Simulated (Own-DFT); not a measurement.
# A change of arrangement and its cost: C36Si36, 72 atoms

The numbers are computed, not measured, by runs of the plane-wave DFT program Own-DFT (in-house, retired, unreviewed) at fixed positions, with no spin and no spin-orbit coupling.

All runs used: PBE; PseudoDojo norm-conserving scalar-relativistic files; cutoff 42 hartree; 4 x 4 x 3 k mesh centred on Gamma; Fermi-Dirac smearing of 0.1 eV.

Limits: forces on such cells passed a denser k mesh, each cell not checked; stress not checked against mesh or cutoff.

All cells hold the same atoms in the same cell, with vectors in Å (9.248, 0.000, 0.000); (-4.624, 8.009, 0.000); (0.000, 0.000, 10.068). Atoms are randomly off their ideal sites, by an rms of u per axis. E is the free energy of the cell above the lowest run. The arrangements:

- A: 2H SiC
- B: 4H SiC

```
arrangement   u (Å)  E (eV)  P (GPa)
          A  0.0272   0.399     3.73
          A  0.0292   0.800     3.91
          A  0.0298   0.853     3.93
          A  0.0557   7.130     5.92
          A  0.0594   7.531     6.24
          A  0.0627   8.489     6.17
          B  0.0271   0.000     3.54
          B  0.0286   0.346     3.65
          B  0.0295   0.372     3.67
          B  0.0562   7.152     6.19
          B  0.0599   8.486     6.53
          B  0.0639   9.289     6.80
```

Q: how far apart are the arrangements at u = 0?

## Answer

Fit E = a + b u², with one b for all and one a for each arrangement, and with residuals divided by u², since the noise grows with the moves. Then b = 2759 eV/Å², the scatter at u = 0.04 Å is 0.19 eV, and against A:

- B: -0.36 ± 0.08 eV (lower)

The cells share one lattice and weren't relaxed, which can shift such small differences either way.
